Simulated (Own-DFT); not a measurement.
SiC (4H silicon carbide, atoms displaced) (calculated)

All values are calculated (Own-DFT development build). A calculation, not a measurement: plane-wave PBE density functional theory by an unreviewed code, no spin, of a simulated periodic cell, stress positive in tension, free energy of the whole cell less one offset for each atom, forces on such cells passed a denser k mesh, this cell's mesh not checked; offsets are fitted by least squares, one for each functional and potential file, so energies compare only between cells with the same atoms and settings and are not formation energies; the far tail of each file's local potential was reset to the Coulomb form; each entry is a single point on an unrelaxed cell, so the pressure reflects the starting lattice, mostly measured values (interpolated for alloys), from which strain is counted, and rises with the displacements; printed positions are rounded, which can move forces by about a meV/angstrom; the program, named Own-DFT, is a retired in-house code; no spin-orbit coupling.

Settings shared by all entries: functional PBE; potential files PseudoDojo norm-conserving, scalar-relativistic, standard set; wave cutoff 42 hartree; occupations Fermi-Dirac; smearing width 0.1 eV; hardware one NVIDIA H200; k mesh 3 x 3 x 3 centred on Gamma.

(1) SiC (4H silicon carbide, atoms displaced)

```cif
# cell vector a (Å): 12.3308 0.0000 0.0000
# cell vector b (Å): -6.1654 10.6788 0.0000
# cell vector c (Å): 0.0000 0.0000 10.0681
data_SiC
_symmetry_space_group_name_H-M 'P 1'
_symmetry_Int_Tables_number 1
_cell_length_a 12.3308
_cell_length_b 12.3308
_cell_length_c 10.0681
_cell_angle_alpha 90.000
_cell_angle_beta 90.000
_cell_angle_gamma 120.000
_cell_volume 1325.75
loop_
_atom_site_label
_atom_site_type_symbol
_atom_site_fract_x
_atom_site_fract_y
_atom_site_fract_z
_atom_site_occupancy
Si1 Si 0.00402 0.98752 0.40368 1
Si2 Si 0.07444 0.15942 0.13430 1
C1 C 0.01278 0.01044 0.09331 1
C2 C 0.08074 0.16367 0.34838 1
Si3 Si 0.00838 0.24452 0.39842 1
Si4 Si 0.06806 0.40923 0.13242 1
C3 C 0.00478 0.23353 0.09746 1
C4 C 0.09140 0.42817 0.34149 1
Si5 Si 0.99388 0.49575 0.41793 1
Si6 Si 0.09334 0.67190 0.13827 1
C5 C 0.00361 0.50152 0.07995 1
C6 C 0.08970 0.68234 0.33774 1
Si7 Si 0.01592 0.76474 0.40842 1
Si8 Si 0.08272 0.91166 0.16857 1
C7 C 0.00578 0.75445 0.09722 1
C8 C 0.09255 0.90900 0.35893 1
Si9 Si 0.23905 0.99757 0.40845 1
Si10 Si 0.33347 0.15991 0.16322 1
C9 C 0.24669 0.00278 0.07567 1
C10 C 0.32620 0.15462 0.35370 1
Si11 Si 0.25435 0.25936 0.40769 1
Si12 Si 0.34036 0.42619 0.15306 1
C11 C 0.25231 0.25463 0.09202 1
C12 C 0.34022 0.42758 0.35810 1
Si13 Si 0.25307 0.50715 0.40912 1
Si14 Si 0.32033 0.65835 0.16164 1
C13 C 0.24962 0.49024 0.10410 1
C14 C 0.32800 0.66723 0.34126 1
Si15 Si 0.23288 0.74116 0.41918 1
Si16 Si 0.35224 0.91906 0.17227 1
C15 C 0.26225 0.77786 0.09297 1
C16 C 0.34548 0.91802 0.34893 1
Si17 Si 0.49820 0.01652 0.42883 1
Si18 Si 0.58239 0.16300 0.14893 1
C17 C 0.50689 0.02023 0.09771 1
C18 C 0.58875 0.17521 0.34803 1
Si19 Si 0.49187 0.24923 0.40578 1
Si20 Si 0.58401 0.41279 0.17469 1
C19 C 0.50369 0.26068 0.09115 1
C20 C 0.58046 0.43257 0.33202 1
Si21 Si 0.49339 0.48856 0.40615 1
Si22 Si 0.59905 0.65814 0.14651 1
C21 C 0.50694 0.51009 0.09933 1
C22 C 0.58852 0.67819 0.35911 1
Si23 Si 0.51375 0.75468 0.40100 1
Si24 Si 0.57834 0.91183 0.15950 1
C23 C 0.49689 0.74101 0.10411 1
C24 C 0.59242 0.91015 0.33616 1
Si25 Si 0.75065 0.99164 0.40804 1
Si26 Si 0.83893 0.14960 0.17143 1
C25 C 0.74880 0.98870 0.10021 1
C26 C 0.84501 0.18211 0.34079 1
Si27 Si 0.76862 0.26688 0.41015 1
Si28 Si 0.83935 0.42829 0.15063 1
C27 C 0.73732 0.24241 0.07229 1
C28 C 0.81951 0.42450 0.33813 1
Si29 Si 0.74337 0.49060 0.40627 1
Si30 Si 0.83526 0.65807 0.16783 1
C29 C 0.73249 0.46952 0.10166 1
C30 C 0.83250 0.65921 0.33573 1
Si31 Si 0.74576 0.73956 0.39753 1
Si32 Si 0.83256 0.91245 0.17011 1
C31 C 0.74952 0.73869 0.08885 1
C32 C 0.81896 0.91934 0.34404 1
Si33 Si 0.01053 0.00734 0.92636 1
Si34 Si 0.91620 0.82396 0.67766 1
C33 C 0.99048 0.99052 0.58970 1
C34 C 0.91204 0.82206 0.84035 1
Si35 Si 0.99982 0.75288 0.90911 1
Si36 Si 0.91357 0.57580 0.65632 1
C35 C 0.99059 0.74877 0.59182 1
C36 C 0.92754 0.58828 0.84633 1
Si37 Si 0.99693 0.49604 0.90275 1
Si38 Si 0.92213 0.33583 0.65575 1
C37 C 0.98865 0.48418 0.56968 1
C38 C 0.91110 0.30896 0.85539 1
Si39 Si 0.00803 0.23964 0.90542 1
Si40 Si 0.92358 0.09143 0.64871 1
C39 C 0.00211 0.25953 0.58370 1
C40 C 0.91186 0.07407 0.84117 1
Si41 Si 0.74566 0.99428 0.91290 1
Si42 Si 0.66950 0.84968 0.65387 1
C41 C 0.74896 0.99932 0.58927 1
C42 C 0.66426 0.81868 0.83030 1
Si43 Si 0.74554 0.75104 0.90783 1
Si44 Si 0.66345 0.57794 0.66010 1
C43 C 0.74871 0.73491 0.60274 1
C44 C 0.64740 0.57966 0.83530 1
Si45 Si 0.74867 0.51416 0.91209 1
Si46 Si 0.66085 0.33167 0.66497 1
C45 C 0.72362 0.49418 0.59180 1
C46 C 0.65656 0.33948 0.84276 1
Si47 Si 0.74825 0.25576 0.91341 1
Si48 Si 0.65663 0.08855 0.64539 1
C47 C 0.73695 0.22795 0.58616 1
C48 C 0.67887 0.09247 0.84102 1
Si49 Si 0.49477 0.98446 0.90633 1
Si50 Si 0.42693 0.84494 0.65635 1
C49 C 0.50002 0.99992 0.58141 1
C50 C 0.41809 0.83794 0.83917 1
Si51 Si 0.49452 0.73499 0.91468 1
Si52 Si 0.42642 0.57539 0.64910 1
C51 C 0.49299 0.74195 0.58919 1
C52 C 0.39842 0.59066 0.84996 1
Si53 Si 0.51241 0.50877 0.88947 1
Si54 Si 0.41006 0.32209 0.67259 1
C53 C 0.50954 0.50459 0.60301 1
C54 C 0.40768 0.32565 0.84750 1
Si55 Si 0.47604 0.24532 0.91447 1
Si56 Si 0.40450 0.06296 0.65575 1
C55 C 0.49514 0.25743 0.58087 1
C56 C 0.41420 0.08121 0.85221 1
Si57 Si 0.23812 0.99296 0.91358 1
Si58 Si 0.16081 0.83042 0.65634 1
C57 C 0.25031 0.98899 0.59251 1
C58 C 0.16990 0.83709 0.82810 1
Si59 Si 0.26138 0.76774 0.89347 1
Si60 Si 0.16619 0.57863 0.63851 1
C59 C 0.25709 0.73254 0.59706 1
C60 C 0.16435 0.58977 0.82577 1
Si61 Si 0.25563 0.50981 0.89947 1
Si62 Si 0.16604 0.33515 0.65491 1
C61 C 0.25885 0.48872 0.58659 1
C62 C 0.15745 0.32540 0.83053 1
Si63 Si 0.24887 0.24597 0.91756 1
Si64 Si 0.15422 0.07488 0.65842 1
C63 C 0.24093 0.25964 0.59876 1
C64 C 0.17191 0.09246 0.85222 1
```

| Item | Value |
| --- | --- |
| free energy of cell above offsets | 27.741 eV |
| pressure | 12.7 GPa |
| stress xx | -10.96 GPa |
| stress yy | -10.35 GPa |
| stress zz | -16.81 GPa |
| stress yz | 0.12 GPa |
| stress xz | 1.56 GPa |
| stress xy | 0.13 GPa |
| wall time | 572.9 s |

Force:
```
element  x (eV/Å)  y (eV/Å)  z (eV/Å)
     Si    -3.338     2.525     1.094
     Si     7.975     2.797     7.078
      C    -0.737    -7.233     4.042
      C      3.62    -2.171    -2.056
     Si    -3.075     3.569     0.984
     Si     4.815     -0.75     4.317
      C    -8.398     5.064    -3.062
      C    -1.617    -2.332    -0.892
     Si     0.393     1.827    -13.93
     Si     0.009     1.002     2.644
      C    -1.609     1.363     1.494
      C    -1.102    -3.378     -0.26
     Si    -2.409    -8.687     1.708
     Si     1.407     2.047    -2.195
      C    -1.047     -1.64    -0.776
      C    -4.967     3.857    -5.244
     Si     7.002     1.314     1.867
     Si    -0.954     1.066    -1.749
      C      0.54    -0.756     9.245
      C    -1.151     2.783    -1.752
     Si    -0.918    -1.527     0.579
     Si     1.707     -2.01     1.737
      C     0.253    -0.466     2.624
      C    -1.506    -2.412    -3.466
     Si     0.113     -0.17    -1.451
     Si     1.506     1.193    -0.645
      C    -4.367     1.979    -3.508
      C     0.566     0.775     1.514
     Si     5.235     2.284    -1.993
     Si    -2.181     2.884    -1.016
      C     0.818    -5.828    -2.634
      C    -2.822     -0.24     1.973
     Si     1.319    -0.368    -12.81
     Si    -0.268     7.424     3.138
      C     1.353    -9.517    -2.608
      C     -0.05     0.235     -0.62
     Si     1.664     0.308    -1.272
     Si    -2.243    -0.522    -7.923
      C     -0.74    -2.863     2.445
      C     2.497    -2.939      6.97
     Si    -0.223     5.263     2.863
     Si    -5.363     3.303     4.342
      C     0.694    -4.986    -2.849
      C     2.742    -5.633    -3.627
     Si    -5.542     0.193     1.577
     Si     0.688      0.35    -0.605
      C    -0.194     0.566    -1.582
      C    -1.937     2.552     2.074
     Si    -5.342     4.078      1.25
     Si    -2.255     1.558    -4.065
      C    -0.489     0.136    -0.831
      C     0.019    -1.839     1.954
     Si    -2.515    -2.777    -1.766
     Si     1.545    -4.178     0.611
      C     2.663     1.092     9.564
      C     6.574    -1.945    -0.491
     Si    -4.393     3.611     1.606
     Si    -0.145    -0.356    -4.613
      C    -0.414     6.534    -2.946
      C     0.074     1.663     4.239
     Si     1.239     1.383     3.473
     Si    -0.004    -0.484    -3.155
      C     3.089     2.717     0.434
      C     8.843    -3.713    -0.705
     Si    -1.474    -1.664    -7.001
     Si    -2.879     0.676    -7.788
      C     1.026    -0.085      0.93
      C    -0.181     1.489     7.068
     Si     1.527    -0.033    -0.566
     Si    -1.599     0.818    -0.986
      C     2.968     -1.06     0.292
      C    -2.749    -0.923    -0.287
     Si     1.769    -0.863    -2.344
     Si    -1.165    -3.557     1.304
      C    -0.416     2.068     13.27
      C    -1.016     4.535    -1.968
     Si    -2.595    -0.843    -0.054
     Si    -1.011    -1.216     0.771
      C     1.052    -1.518     0.737
      C     1.425     0.036     0.895
     Si     0.392     0.494     -1.71
     Si     1.269    -5.969    -0.742
      C    -0.272     3.009    -0.048
      C    -2.781     2.503     3.345
     Si     1.634    -0.868    -1.493
     Si    -1.447     2.602    -0.415
      C    -0.314     3.808    -1.692
      C     10.21     5.573         0
     Si     0.358    -3.308    -0.606
     Si    -0.797    -0.812    -2.302
      C     7.257      -2.1    -0.985
      C     1.143    -0.026     1.514
     Si    -0.282    -0.769    -7.226
     Si     3.662    -5.541     4.623
      C     0.505     10.09    -0.609
      C    -2.373    -2.655    -0.388
     Si     0.184      6.82     1.355
     Si     0.684    -4.449    -1.292
      C    -0.419      -1.3     10.37
      C      2.08    -2.028    -0.462
     Si     0.153     4.412     0.277
     Si    -4.596     2.665       1.4
      C     0.963     2.636     0.592
      C     8.286    -0.796    -4.602
     Si    -10.29     -6.39     6.214
     Si    -1.297     1.348    -3.852
      C    -0.602    -4.218    -1.734
      C    -1.346     2.752     0.634
     Si     5.278    -0.291     -0.59
     Si     0.084     4.289     1.722
      C     0.863    -2.139     3.587
      C    -0.274    -1.264    -1.306
     Si     1.753     1.204    -6.203
     Si     0.716    -1.917    -2.214
      C    -2.884     0.452    -0.485
      C    -1.592     0.001     4.199
     Si    -1.739    -2.808     1.171
     Si     1.411    -3.059     2.355
      C    -2.958     5.175    -0.826
      C     0.202    -0.787     2.513
     Si    -6.092     -5.31     2.195
     Si    -2.222     0.154    -0.386
      C    -2.326     2.413     1.288
      C     2.158     2.025     3.416
     Si    -1.292     2.551    -2.394
     Si     0.882      1.89     0.071
      C     5.212    -4.098    -1.368
      C    -0.475    -3.402    -1.517
```

(2) SiC (4H silicon carbide, atoms displaced)

```cif
# cell vector a (Å): 12.3308 0.0000 0.0000
# cell vector b (Å): -6.1654 10.6788 0.0000
# cell vector c (Å): 0.0000 0.0000 10.0681
data_SiC
_symmetry_space_group_name_H-M 'P 1'
_symmetry_Int_Tables_number 1
_cell_length_a 12.3308
_cell_length_b 12.3308
_cell_length_c 10.0681
_cell_angle_alpha 90.000
_cell_angle_beta 90.000
_cell_angle_gamma 120.000
_cell_volume 1325.75
loop_
_atom_site_label
_atom_site_type_symbol
_atom_site_fract_x
_atom_site_fract_y
_atom_site_fract_z
_atom_site_occupancy
Si1 Si 0.99435 0.99936 0.41259 1
Si2 Si 0.08521 0.15763 0.15959 1
C1 C 0.99244 0.99462 0.10135 1
C2 C 0.08888 0.17454 0.34803 1
Si3 Si 0.99368 0.24798 0.41309 1
Si4 Si 0.07827 0.39156 0.15245 1
C3 C 0.99723 0.25321 0.08936 1
C4 C 0.06471 0.41021 0.33640 1
Si5 Si 0.00144 0.49207 0.40657 1
Si6 Si 0.08128 0.67096 0.14898 1
C5 C 0.99896 0.50903 0.09895 1
C6 C 0.07279 0.64317 0.35127 1
Si7 Si 0.00169 0.75611 0.41029 1
Si8 Si 0.09606 0.92728 0.14237 1
C7 C 0.99086 0.73500 0.10500 1
C8 C 0.07775 0.91176 0.35760 1
Si9 Si 0.25320 0.99831 0.40864 1
Si10 Si 0.32911 0.15866 0.16374 1
C9 C 0.23971 0.98623 0.07594 1
C10 C 0.32739 0.16359 0.34637 1
Si11 Si 0.26821 0.25320 0.41240 1
Si12 Si 0.35090 0.41934 0.14612 1
C11 C 0.24899 0.24879 0.09887 1
C12 C 0.31509 0.40662 0.33574 1
Si13 Si 0.26203 0.50350 0.42071 1
Si14 Si 0.33015 0.66873 0.14491 1
C13 C 0.26394 0.50505 0.10297 1
C14 C 0.31959 0.65846 0.36613 1
Si15 Si 0.24451 0.74789 0.41402 1
Si16 Si 0.31991 0.90036 0.14893 1
C15 C 0.22340 0.73711 0.09679 1
C16 C 0.32934 0.91643 0.33697 1
Si17 Si 0.49292 0.98614 0.40372 1
Si18 Si 0.57022 0.15110 0.15765 1
C17 C 0.49332 0.99678 0.09995 1
C18 C 0.58959 0.15001 0.32705 1
Si19 Si 0.48024 0.25030 0.41299 1
Si20 Si 0.57235 0.41053 0.14671 1
C19 C 0.50715 0.25138 0.09151 1
C20 C 0.60112 0.42921 0.33226 1
Si21 Si 0.50900 0.49053 0.39308 1
Si22 Si 0.59441 0.67482 0.15716 1
C21 C 0.51120 0.49910 0.09162 1
C22 C 0.58522 0.64465 0.34304 1
Si23 Si 0.51764 0.78328 0.42377 1
Si24 Si 0.58680 0.91132 0.15964 1
C23 C 0.50755 0.75592 0.07331 1
C24 C 0.59938 0.94334 0.34343 1
Si25 Si 0.74481 0.99698 0.41613 1
Si26 Si 0.83555 0.16779 0.16143 1
C25 C 0.74945 0.00676 0.07131 1
C26 C 0.82510 0.16205 0.34872 1
Si27 Si 0.75369 0.25053 0.40809 1
Si28 Si 0.83336 0.42225 0.15678 1
C27 C 0.75361 0.25030 0.09817 1
C28 C 0.83055 0.42153 0.35929 1
Si29 Si 0.76347 0.49888 0.39692 1
Si30 Si 0.82192 0.66124 0.15117 1
C29 C 0.75492 0.49836 0.09863 1
C30 C 0.82601 0.66045 0.35527 1
Si31 Si 0.76724 0.76414 0.40295 1
Si32 Si 0.83986 0.94134 0.15148 1
C31 C 0.75624 0.74943 0.09675 1
C32 C 0.83283 0.90671 0.33321 1
Si33 Si 0.99997 0.99178 0.89321 1
Si34 Si 0.90892 0.82428 0.64907 1
C33 C 0.00758 0.01614 0.58831 1
C34 C 0.90749 0.82552 0.85658 1
Si35 Si 0.00004 0.76222 0.90423 1
Si36 Si 0.92881 0.60671 0.65182 1
C35 C 0.02439 0.74806 0.59257 1
C36 C 0.91992 0.57245 0.84687 1
Si37 Si 0.99542 0.50519 0.91165 1
Si38 Si 0.91162 0.33241 0.64453 1
C37 C 0.01588 0.50747 0.61098 1
C38 C 0.91042 0.32992 0.82995 1
Si39 Si 0.99991 0.23612 0.91658 1
Si40 Si 0.91612 0.06912 0.65692 1
C39 C 0.00006 0.24926 0.59272 1
C40 C 0.92458 0.09389 0.83966 1
Si41 Si 0.75147 0.99771 0.91771 1
Si42 Si 0.65237 0.81249 0.65356 1
C41 C 0.73518 0.99109 0.59876 1
C42 C 0.67661 0.83277 0.84486 1
Si43 Si 0.75170 0.75866 0.91586 1
Si44 Si 0.66772 0.59243 0.65111 1
C43 C 0.74206 0.74065 0.59076 1
C44 C 0.66849 0.57068 0.84503 1
Si45 Si 0.76345 0.49320 0.89551 1
Si46 Si 0.67099 0.33729 0.67414 1
C45 C 0.74321 0.51088 0.60419 1
C46 C 0.67677 0.34900 0.83771 1
Si47 Si 0.75401 0.26774 0.90731 1
Si48 Si 0.67060 0.07589 0.66201 1
C47 C 0.76158 0.24652 0.60296 1
C48 C 0.66678 0.07630 0.83295 1
Si49 Si 0.49785 0.00608 0.90919 1
Si50 Si 0.42132 0.84704 0.66484 1
C49 C 0.49807 0.99499 0.58288 1
C50 C 0.41752 0.83080 0.81762 1
Si51 Si 0.51467 0.75639 0.90358 1
Si52 Si 0.42071 0.57898 0.65419 1
C51 C 0.50691 0.75732 0.60106 1
C52 C 0.41555 0.58570 0.85967 1
Si53 Si 0.49811 0.50426 0.90840 1
Si54 Si 0.41700 0.33844 0.67396 1
C53 C 0.49219 0.51391 0.59615 1
C54 C 0.41806 0.35177 0.84164 1
Si55 Si 0.50221 0.25953 0.90773 1
Si56 Si 0.41107 0.07984 0.66316 1
C55 C 0.50355 0.23322 0.59768 1
C56 C 0.40468 0.06509 0.82773 1
Si57 Si 0.24794 0.00237 0.90941 1
Si58 Si 0.18292 0.83863 0.65444 1
C57 C 0.25871 0.99736 0.59926 1
C58 C 0.17341 0.83857 0.82427 1
Si59 Si 0.25082 0.75681 0.89441 1
Si60 Si 0.16483 0.57429 0.66015 1
C59 C 0.25363 0.75244 0.58414 1
C60 C 0.16186 0.59312 0.86399 1
Si61 Si 0.24798 0.50363 0.90484 1
Si62 Si 0.16325 0.33995 0.65959 1
C61 C 0.25916 0.51712 0.60135 1
C62 C 0.15305 0.33126 0.82087 1
Si63 Si 0.24496 0.25137 0.89408 1
Si64 Si 0.15457 0.07132 0.66142 1
C63 C 0.24509 0.24286 0.58788 1
C64 C 0.16845 0.08001 0.85791 1
```

| Property | Result |
| --- | --- |
| stress xx | ? |

Question: Give the missing stress xx for SiC (4H silicon carbide, atoms displaced) (entry 2).
Answer: -12.39 GPa

Further results for SiC (4H silicon carbide, atoms displaced) (entry 2):

| Property | Result |
| --- | --- |
| free energy of cell above offsets | 28.779 eV |
| pressure | 12.85 GPa |
| stress yy | -10.68 GPa |
| stress zz | -15.48 GPa |
| stress yz | -0.24 GPa |
| stress xz | 0.77 GPa |
| stress xy | 1.34 GPa |
| wall time | 558.1 s |

Force:
```
element  x (eV/Å)  y (eV/Å)  z (eV/Å)
     Si     1.531      1.65    -3.384
     Si    -1.083     2.079     1.182
      C     3.019     1.788    -2.955
      C    -0.109    -2.151    -0.214
     Si     1.283     0.511    -1.532
     Si    -0.584     10.31     3.305
      C     1.461    -7.054    -0.307
      C     4.516    -2.305       0.3
     Si    -2.193     0.108     2.616
     Si    -3.334    -5.643     5.445
      C     1.095    -3.322    -1.053
      C    -0.705     7.085    -1.975
     Si     1.387    -4.717    -1.223
     Si    -5.299    -5.274     4.139
      C    -2.331     4.961    -2.879
      C     1.201     3.553    -2.148
     Si    -1.361    -0.899     0.974
     Si     0.197      1.08    -2.705
      C     3.625     2.881     4.256
      C     1.224    -1.979    -1.287
     Si    -6.217     0.594    -0.894
     Si    -3.676    -0.469     2.208
      C     1.031    -0.257    -2.221
      C     4.236     0.894     0.625
     Si    -2.084    -1.505    -1.897
     Si    -0.002    -0.178     2.512
      C     -1.24    -2.795    -2.321
      C      2.57       4.1      -3.6
     Si    -0.979    -1.357    -3.219
     Si     0.336     1.232     1.096
      C     8.809     4.943    -3.758
      C     0.378    -1.285    -0.059
     Si    -2.424     3.944    -0.233
     Si     1.925     4.005    -1.053
      C      0.15    -3.215     -2.45
      C    -2.251     1.462     4.759
     Si     6.238     1.089     -0.12
     Si     5.566     0.836     1.883
      C    -2.025    -2.399    -0.073
      C    -0.996    -4.135     0.727
     Si    -3.725    -0.033     2.818
     Si    -0.658    -1.836     0.722
      C    -2.778     2.084    -1.061
      C     -1.16      6.99    -1.244
     Si    -0.376    -5.543    -2.188
     Si    -1.442     1.618    -1.608
      C    -0.779    -0.257     6.011
      C     0.286    -5.228    -1.897
     Si     2.783     1.762    -0.032
     Si    -1.562     0.645    -0.818
      C     0.022     0.273     12.78
      C     2.809    -0.373    -0.581
     Si    -2.549    -0.307      0.48
     Si     2.075    -1.377     1.552
      C    -1.499     0.089    -0.769
      C     6.764    -4.944      -2.9
     Si    -7.277     3.284     4.585
     Si     3.207    -0.308     2.563
      C    -3.139    -0.506    -2.231
      C     2.029     2.642    -1.776
     Si    -2.206    -7.527     0.757
     Si    -0.049    -4.789     0.767
      C    -2.905     2.917    -0.705
      C    -2.098     5.642     0.808
     Si    -2.035     1.881     2.778
     Si     1.282     0.699     1.258
      C     0.368    -5.341     0.875
      C     0.488     2.151    -3.675
     Si     3.732    -4.198     1.438
     Si     0.213    -8.226     2.966
      C    -4.035     4.974    -1.333
      C    -3.512     6.035    -3.401
     Si     4.359    -3.466     1.315
     Si     4.739     2.681      3.25
      C    -5.368    -3.105     -4.05
      C     1.108      0.82     3.182
     Si    -2.605     4.844    -3.571
     Si    -5.021     4.128     0.641
      C    -0.444    -0.565      0.38
      C     0.599    -6.016     0.156
     Si    -0.165     0.868    -12.61
     Si     3.645     4.942     2.315
      C     5.203    -1.943    -0.945
      C    -1.724     0.988    -0.901
     Si     0.903     -4.67    -0.048
     Si    -1.457    -4.272     2.993
      C     0.892     5.004    -1.408
      C    -1.702     2.863    -0.022
     Si    -3.541     5.629     3.731
     Si     0.519    -0.282    -7.948
      C     4.229    -2.207    -2.557
      C    -1.944    -6.362     4.453
     Si     2.781    -3.361     0.063
     Si    -3.275     2.085    -2.318
      C    -5.839    -1.781    -2.787
      C    -1.431     0.763     5.214
     Si     2.326    -1.634    -1.483
     Si     0.002    -2.038    -10.92
      C     0.189     1.939     1.756
      C     0.193    -0.333     13.92
     Si    -2.467    -0.687    -3.766
     Si    -7.131     5.419     3.981
      C     -3.86    -2.375    -0.368
      C     0.564     0.658    -2.739
     Si     2.283     1.992     0.117
     Si    -0.026    -0.467    -6.237
      C     9.318    -6.035    -3.701
      C     0.424    -4.298     3.597
     Si     0.112     -0.61    -1.362
     Si     2.676    -0.262    -4.795
      C     -1.69     4.238     0.219
      C    -0.075     3.217     7.065
     Si     2.327    -1.633    -4.872
     Si     0.079    -1.005     -2.35
      C    -3.662     0.867    -2.112
      C    -2.261     0.382      5.58
     Si     0.623    -0.193     0.964
     Si     0.487     5.151       2.3
      C     1.052    -0.015      4.72
      C     2.474    -2.125    -2.898
     Si    -0.757     0.045     1.268
     Si     0.904    -0.795     -7.33
      C     1.633    -3.883    -0.016
      C     1.904     0.278     9.514
     Si    -0.146     0.865     1.649
     Si     4.083     2.666    -0.318
      C     0.744     1.108     3.748
      C    -1.945     0.914    -3.068
```
